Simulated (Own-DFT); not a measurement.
# Response to strain: wurtzite GaN, 72 atoms (Ga36N36)

Source: density functional calculations with Own-DFT, an unreviewed in-house program that is no longer used. Nothing was measured or relaxed, and spin and spin-orbit coupling are left out.

All runs used: PBE; PseudoDojo norm-conserving scalar-relativistic files; cutoff 42 hartree; 4 x 4 x 3 k mesh centred on Gamma; Fermi-Dirac smearing of 0.1 eV.

Known weak points: forces not confirmed at this smearing and k mesh; stress not checked against mesh or cutoff.

Unstrained cell vectors in Å: (9.567, 0.000, 0.000); (-4.784, 8.285, 0.000); (0.000, 0.000, 10.370). The unstrained cell has measured lattice constants (interpolated for alloys), not those of this functional. That, the random moves and any unrelaxed bonds set the pressure at no strain. In each run the cell takes a homogeneous strain; fractional positions stay. Each atom got a random Gaussian move of width 0.05 Å along each axis. Strains are tensor components in per cent; tension counts as positive stress, and P is minus the mean normal stress.

```
run  e_xx (%)  e_yy (%)  e_zz (%)  e_yz (%)  e_xz (%)  e_xy (%)  s_xx (GPa)  s_yy (GPa)  s_zz (GPa)  s_yz (GPa)  s_xz (GPa)  s_xy (GPa)  P (GPa)  E (meV/atom)
  1      1.14      0.18     -0.77     -1.03      0.28      0.73       -3.46       -6.00       -9.28       -1.96        0.10        2.16     6.25           2.3
  2      0.58     -0.34      1.46      1.69      1.66     -1.65       -3.58       -7.30       -1.26        3.44        2.76       -4.61     4.05           0.0
  3     -0.09     -0.54     -0.63     -0.32      1.69      1.85      -10.13       -9.84      -11.59       -0.47        3.88        4.92    10.52          26.7
  4     -0.93     -0.63     -1.44     -0.87      0.75     -0.70      -12.22      -13.74      -16.86       -2.32        2.28       -2.79    14.27          36.7
  5      1.82      1.21     -0.63     -0.28     -0.15      0.19        2.72       -2.68       -9.95       -0.65       -0.50       -0.04     3.30           0.9
  6     -0.68     -0.16     -1.45      1.26      0.14     -0.03      -10.78      -10.52      -16.06        2.31        0.20       -0.66    12.45          30.8
  7      0.10     -1.09      1.47      1.16     -0.50      0.94       -8.06      -10.84       -1.41        2.46       -1.72        2.89     6.77          12.6
  8     -0.25     -0.91      0.58     -1.01      1.31     -0.48      -10.94      -10.18       -6.28       -2.68        3.05       -0.61     9.14          19.6
  9     -1.77     -0.69      1.29      0.77      0.02      1.82      -15.11      -12.58       -4.78        2.52       -0.37        5.80    10.82          33.3
 10     -1.74     -0.59     -1.28     -0.32     -0.69     -1.11      -17.63      -13.75      -15.61       -1.21       -1.66       -4.65    15.66          39.4
 11      1.74     -0.67      0.03     -0.43      0.50      0.58       -1.47       -8.25       -6.80       -0.22        1.41        2.36     5.51           4.9
 12      1.41     -0.88      0.20      1.17     -1.30     -0.49       -2.30       -8.33       -8.82        2.35       -2.68       -0.57     6.48          12.8
 13     -0.95     -1.02      0.35      0.45     -1.01      1.98      -15.40      -12.32       -9.29        1.65       -2.46        7.90    12.34          56.1
 14     -0.99      0.71      1.68      0.43     -1.76     -0.90       -9.63       -5.34       -0.28        1.29       -4.37       -2.53     5.08           4.5
 15     -0.40      0.49     -0.16     -1.58      0.59     -1.29           ?           ?           ?           ?           ?           ?        ?             ?
```

E is the free energy for each atom above the lowest run shown.

## Worked fit

Least squares on the runs shown: each stress against a constant and the strains, taken as fractions with shears doubled. Shear strains stay in the fit of a normal stress only where such slopes are resolved. The slopes, in GPa:

| stress | at no strain | per e_xx | per e_yy | per e_zz | scatter |
|---|---|---|---|---|---|
| s_xx | -7.4 | 439 ± 25 | 212 ± 47 | 61 ± 27 | 1.08 |
| s_yy | -8.1 | 147 ± 16 | 327 ± 29 | 85 ± 16 | 0.66 |
| s_zz | -8.4 | 75 ± 24 | 90 ± 44 | 472 ± 25 | 1.01 |

The slope of each shear stress on twice its own strain, from a fit on all six strains: yz 105 ± 6, xz 108 ± 5, xy 157 ± 9 GPa. These are stiffnesses along x, y and z of the frame in which the cell vectors are given, with the crystal's c axis along z: C11, C12, C13 and C33. Hexagonal symmetry asks that xx and yy behave alike, which is a second check on the noise. No internal relaxation is included, and where it is allowed it would reduce some of the slopes. Symmetry asks for nearly equal slopes across the diagonal; the mismatch is a measure of noise. A ninth of the table's sum, 212 ± 6 GPa, estimates the bulk modulus near the mean pressure of these runs, 8.8 GPa, so it lies above the value at zero pressure.

## Withheld run

Question: what normal stresses and pressure should run 15 give?

From the fit: s_xx = -8.3, s_yy = -7.2, s_zz = -9.0 and P = 8.2 GPa. The hidden result is -7.54, -6.29, -8.42 and P = 7.42 GPa.
